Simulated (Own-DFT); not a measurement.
## Calculated data, GaAs (zincblende with one plane slipped along a stacking-fault path, atoms displaced), GaP (zincblende, atoms displaced)

A calculation, not a measurement: plane-wave PBE density functional theory by an unreviewed code, no spin, of a simulated periodic cell, stress positive in tension, free energy of the whole cell less one offset for each atom, forces on such cells passed a denser k mesh, this cell's mesh not checked; offsets are fitted by least squares, one for each functional and potential file, so energies compare only between cells with the same atoms and settings and are not formation energies; the far tail of each file's local potential was reset to the Coulomb form; each entry is a single point on an unrelaxed cell, so the pressure reflects the starting lattice, mostly measured values (interpolated for alloys), from which strain is counted, and rises with the displacements; printed positions are rounded, which can move forces by about a meV/angstrom; the program, named Own-DFT, is a retired in-house code; no spin-orbit coupling. Program: Own-DFT development build.

Common to all runs: functional PBE; potential files PseudoDojo norm-conserving, scalar-relativistic, standard set; wave cutoff 42 hartree; occupations Fermi-Dirac; smearing width 0.1 eV.

(1) 
```cif
# cell vector a (Å): 5.6533 -5.6533 0.0000
# cell vector b (Å): 0.0000 5.6533 -5.6533
# cell vector c (Å): 11.4950 11.4950 10.9297
data_GaAs
_symmetry_space_group_name_H-M 'P 1'
_symmetry_Int_Tables_number 1
_cell_length_a 7.9950
_cell_length_b 7.9950
_cell_length_c 19.5890
_cell_angle_alpha 88.831
_cell_angle_beta 90.000
_cell_angle_gamma 120.000
_cell_volume 1084.07
loop_
_atom_site_label
_atom_site_type_symbol
_atom_site_fract_x
_atom_site_fract_y
_atom_site_fract_z
_atom_site_occupancy
Ga1 Ga 0.00399 0.00374 0.00162 1
As1 As 0.00806 0.99082 0.12503 1
Ga2 Ga 0.15407 0.32830 0.16938 1
As2 As 0.16468 0.32006 0.29508 1
Ga3 Ga 0.33526 0.15723 0.33887 1
As3 As 0.33678 0.14000 0.45611 1
Ga4 Ga 0.00753 0.01972 0.50245 1
As4 As 0.00904 0.01421 0.62361 1
Ga5 Ga 0.17112 0.34465 0.66706 1
As5 As 0.17740 0.34980 0.79247 1
Ga6 Ga 0.34446 0.17097 0.83239 1
As6 As 0.33157 0.17370 0.95819 1
Ga7 Ga 0.00781 0.50903 0.99820 1
As7 As 0.98328 0.49415 0.12656 1
Ga8 Ga 0.15291 0.81152 0.16676 1
As8 As 0.14843 0.80869 0.28997 1
Ga9 Ga 0.32989 0.64195 0.32843 1
As9 As 0.32268 0.64233 0.45485 1
Ga10 Ga 0.01207 0.52311 0.49788 1
As10 As 0.00880 0.53570 0.62443 1
Ga11 Ga 0.17074 0.84765 0.66744 1
As11 As 0.19011 0.85799 0.78661 1
Ga12 Ga 0.33239 0.67641 0.83151 1
As12 As 0.33275 0.67135 0.95956 1
Ga13 Ga 0.51744 0.00427 0.00006 1
As13 As 0.49412 0.98983 0.11997 1
Ga14 Ga 0.66001 0.32511 0.16525 1
As14 As 0.65707 0.30927 0.28806 1
Ga15 Ga 0.82649 0.14863 0.33091 1
As15 As 0.80519 0.13609 0.45946 1
Ga16 Ga 0.51068 0.03330 0.49733 1
As16 As 0.49755 0.01861 0.62527 1
Ga17 Ga 0.68392 0.35906 0.66506 1
As17 As 0.67834 0.35310 0.79191 1
Ga18 Ga 0.84801 0.19053 0.83546 1
As18 As 0.83747 0.16642 0.95998 1
Ga19 Ga 0.49650 0.50616 0.99793 1
As19 As 0.49606 0.50362 0.12724 1
Ga20 Ga 0.66252 0.82600 0.16947 1
As20 As 0.65713 0.81050 0.28827 1
Ga21 Ga 0.82036 0.64125 0.33054 1
As21 As 0.82469 0.64641 0.45474 1
Ga22 Ga 0.51316 0.53447 0.49464 1
As22 As 0.51471 0.52539 0.62465 1
Ga23 Ga 0.68377 0.86223 0.66543 1
As23 As 0.67631 0.84809 0.79126 1
Ga24 Ga 0.83847 0.68149 0.83544 1
As24 As 0.83640 0.66154 0.95467 1
_calc_k_mesh '4 x 4 x 2 centred on Gamma'
_calc_free_energy_of_cell_above_offsets '-15.984'  # eV
_calc_pressure 4.69  # GPa
_calc_stress_xx -4.79  # GPa
_calc_stress_yy -4.44  # GPa
_calc_stress_zz -4.84  # GPa
_calc_stress_yz -0.69  # GPa
_calc_stress_xz -0.86  # GPa
_calc_stress_xy 1.61  # GPa
```

Force:
```
element  x (eV/Å)  y (eV/Å)  z (eV/Å)
     Ga    -0.335    -0.506      0.45
     As    -0.409     1.136    -0.179
     Ga     0.025    -0.561     0.026
     As    -0.635    -0.655       0.5
     Ga    -1.383    -1.188    -0.219
     As    -1.901     3.801    -2.139
     Ga    -0.584    -1.252     0.544
     As     0.458       0.4     -0.16
     Ga     0.067     0.197    -0.753
     As    -0.106      -0.5     0.285
     Ga     0.314      0.77     -0.51
     As     0.467    -0.772     0.204
     Ga    -0.151     0.245     1.054
     As    -0.056    -1.304    -0.134
     Ga     0.819    -0.059    -0.568
     As     1.137    -0.002     -0.39
     Ga    -0.008     1.302    -0.371
     As    -0.435     0.925    -2.257
     Ga    -0.332    -0.291     1.853
     As    -0.079    -1.571      0.82
     Ga     0.074     0.041    -0.687
     As    -0.493     0.945      1.34
     Ga     0.743    -0.171    -0.076
     As    -0.053    -0.378    -0.936
     Ga    -1.285     0.583    -0.236
     As     0.759     0.828     0.721
     Ga    -1.022     0.212     0.312
     As     0.216     0.348     0.069
     Ga     0.135     0.177     0.566
     As      1.78    -1.428    -2.607
     Ga     1.191    -0.685     4.227
     As     0.494    -0.668    -0.565
     Ga    -0.461     0.384      0.51
     As    -0.028    -0.222    -0.122
     Ga     -0.51    -0.335     0.391
     As     0.471    -0.142    -0.809
     Ga     0.594    -0.208     0.484
     As    -0.621    -0.536     0.223
     Ga    -0.357    -0.707    -1.225
     As     0.984     0.638     0.074
     Ga    -0.084    -0.092     0.156
     As      0.46     0.548    -1.759
     Ga     0.824    -0.609     2.639
     As    -0.549     0.008     -0.09
     Ga    -0.608     0.396     0.455
     As     0.103     0.489     -0.26
     Ga    -0.175    -0.938    -0.877
     As     0.544     1.407     0.025
```

(2) 
```cif
# cell vector a (Å): 10.9010 0.0000 0.0000
# cell vector b (Å): 0.0000 10.9010 0.0000
# cell vector c (Å): 0.0000 0.0000 10.9010
data_GaP
_symmetry_space_group_name_H-M 'P 1'
_symmetry_Int_Tables_number 1
_cell_length_a 10.9010
_cell_length_b 10.9010
_cell_length_c 10.9010
_cell_angle_alpha 90.000
_cell_angle_beta 90.000
_cell_angle_gamma 90.000
_cell_volume 1295.39
loop_
_atom_site_label
_atom_site_type_symbol
_atom_site_fract_x
_atom_site_fract_y
_atom_site_fract_z
_atom_site_occupancy
Ga1 Ga 0.01454 0.00764 0.00304 1
Ga2 Ga 0.99549 0.24082 0.24124 1
Ga3 Ga 0.26253 0.99731 0.24312 1
Ga4 Ga 0.25750 0.24451 0.99171 1
P1 P 0.12325 0.11804 0.12772 1
P2 P 0.12812 0.36502 0.36907 1
P3 P 0.36046 0.13874 0.37438 1
P4 P 0.36226 0.37560 0.12094 1
Ga5 Ga 0.00474 0.99783 0.49951 1
Ga6 Ga 0.00098 0.24995 0.74970 1
Ga7 Ga 0.25780 0.99731 0.76861 1
Ga8 Ga 0.26229 0.25981 0.48387 1
P5 P 0.13461 0.13016 0.63164 1
P6 P 0.12178 0.37687 0.89274 1
P7 P 0.36709 0.12676 0.86243 1
P8 P 0.36677 0.37297 0.62831 1
Ga9 Ga 0.00377 0.49475 0.00855 1
Ga10 Ga 0.00605 0.76701 0.26232 1
Ga11 Ga 0.23489 0.51001 0.24439 1
Ga12 Ga 0.25497 0.75439 0.01503 1
P9 P 0.11998 0.64035 0.11765 1
P10 P 0.12719 0.86563 0.38642 1
P11 P 0.35536 0.62076 0.37972 1
P12 P 0.37732 0.87495 0.10942 1
Ga13 Ga 0.98521 0.49774 0.49347 1
Ga14 Ga 0.01316 0.74149 0.75669 1
Ga15 Ga 0.26437 0.50868 0.75892 1
Ga16 Ga 0.25580 0.73528 0.50126 1
P13 P 0.12063 0.63968 0.63302 1
P14 P 0.13551 0.87680 0.87485 1
P15 P 0.37529 0.62324 0.88014 1
P16 P 0.37422 0.88676 0.61638 1
Ga17 Ga 0.50551 0.99140 0.98931 1
Ga18 Ga 0.50066 0.24871 0.24922 1
Ga19 Ga 0.75926 0.01228 0.25286 1
Ga20 Ga 0.74463 0.23991 0.00814 1
P17 P 0.61569 0.12336 0.13293 1
P18 P 0.61659 0.37212 0.37259 1
P19 P 0.86151 0.13835 0.37843 1
P20 P 0.88333 0.38032 0.13115 1
Ga21 Ga 0.50415 0.98937 0.50742 1
Ga22 Ga 0.49173 0.24208 0.74856 1
Ga23 Ga 0.76185 0.99113 0.74978 1
Ga24 Ga 0.75622 0.24201 0.49221 1
P21 P 0.60696 0.12578 0.61859 1
P22 P 0.63096 0.36149 0.87057 1
P23 P 0.86973 0.12213 0.87566 1
P24 P 0.87553 0.39419 0.62160 1
Ga25 Ga 0.51181 0.49016 0.00745 1
Ga26 Ga 0.50472 0.76095 0.25674 1
Ga27 Ga 0.76370 0.49657 0.24557 1
Ga28 Ga 0.73514 0.74831 0.98271 1
P25 P 0.63264 0.62903 0.14128 1
P26 P 0.61576 0.87507 0.39043 1
P27 P 0.87908 0.61131 0.37205 1
P28 P 0.84899 0.86146 0.13529 1
Ga29 Ga 0.49248 0.49616 0.47930 1
Ga30 Ga 0.49107 0.75650 0.74122 1
Ga31 Ga 0.75924 0.49661 0.74574 1
Ga32 Ga 0.76088 0.75301 0.49894 1
P29 P 0.60589 0.64090 0.61182 1
P30 P 0.63146 0.87251 0.87022 1
P31 P 0.86922 0.62024 0.88491 1
P32 P 0.85594 0.87320 0.61614 1
_calc_hardware 'one NVIDIA H100'
_calc_k_mesh '3 x 3 x 3 centred on Gamma'
_calc_free_energy_of_cell_above_offsets '-25.023'  # eV
_calc_pressure 5.15  # GPa
_calc_stress_xx -4.81  # GPa
_calc_stress_yy -5.26  # GPa
_calc_stress_zz -5.37  # GPa
_calc_stress_yz -2.98  # GPa
_calc_stress_xz 1.04  # GPa
_calc_stress_xy 0.64  # GPa
_calc_wall_time 595.1  # s
```

Force:
```
element  x (eV/Å)  y (eV/Å)  z (eV/Å)
     Ga    -2.139    -1.702    -1.053
     Ga     0.446     0.514     1.051
     Ga    -0.967     0.058     0.833
     Ga    -1.135     0.377     1.066
      P     1.468     0.847     0.368
      P    -1.597     1.336     -0.25
      P     3.091     -3.38    -1.739
      P     1.164     0.124     0.552
     Ga    -0.462     0.778     0.938
     Ga    -0.157     0.634     0.208
     Ga    -1.221    -0.759    -3.258
     Ga    -2.167     0.924     2.951
      P    -0.325    -0.443    -0.773
      P     0.827    -0.565    -2.187
      P     2.154     0.096     2.398
      P     0.934     0.733    -0.402
     Ga    -0.419     1.397    -0.147
     Ga    -1.745    -1.623    -1.612
     Ga     -0.05    -0.685    -0.236
     Ga    -0.831    -1.243    -2.505
      P    -0.806    -0.495      1.27
      P     1.451     1.589    -0.219
      P     2.107    -0.559    -2.475
      P     1.616     0.875     2.286
     Ga     3.323    -0.074     0.225
     Ga     -2.56     1.818     1.495
     Ga    -2.236    -0.969    -0.843
     Ga    -1.174     2.145     1.953
      P     1.512    -3.161    -1.813
      P    -1.162    -0.823     1.199
      P     1.581     1.296     1.089
      P    -1.891    -1.387      1.54
     Ga    -0.123     1.363     0.059
     Ga    -1.537     0.656         0
     Ga    -1.724    -1.267    -0.099
     Ga     0.396     0.592    -0.156
      P     0.491    -0.847    -0.874
      P     1.812    -0.014    -0.509
      P     4.043    -2.805     -2.04
      P    -0.686    -1.721    -1.051
     Ga    -0.946     2.102    -0.919
     Ga     0.634     1.303     -0.55
     Ga    -1.602     1.379    -0.034
     Ga    -3.381     3.222     3.406
      P     2.513     0.128     0.709
      P    -0.301     0.671     0.101
      P      0.99     0.129     0.254
      P    -0.032    -3.669     0.151
     Ga    -0.306     0.423    -0.137
     Ga    -0.963    -0.816    -0.192
     Ga    -1.863     0.008     0.885
     Ga     0.907    -1.235     2.422
      P    -0.675     -0.36     -1.39
      P     2.131    -0.016     -1.92
      P    -0.458     2.909    -0.479
      P     1.975     0.934    -0.507
     Ga    -0.204     0.459     2.052
     Ga    -0.201    -0.081     0.688
     Ga    -2.371     1.463     0.773
     Ga    -2.179    -2.395    -1.583
      P     1.615    -1.881    -0.029
      P    -1.547     0.804    -1.478
      P     1.054     -0.01    -0.784
      P     3.909     0.897     1.321
```
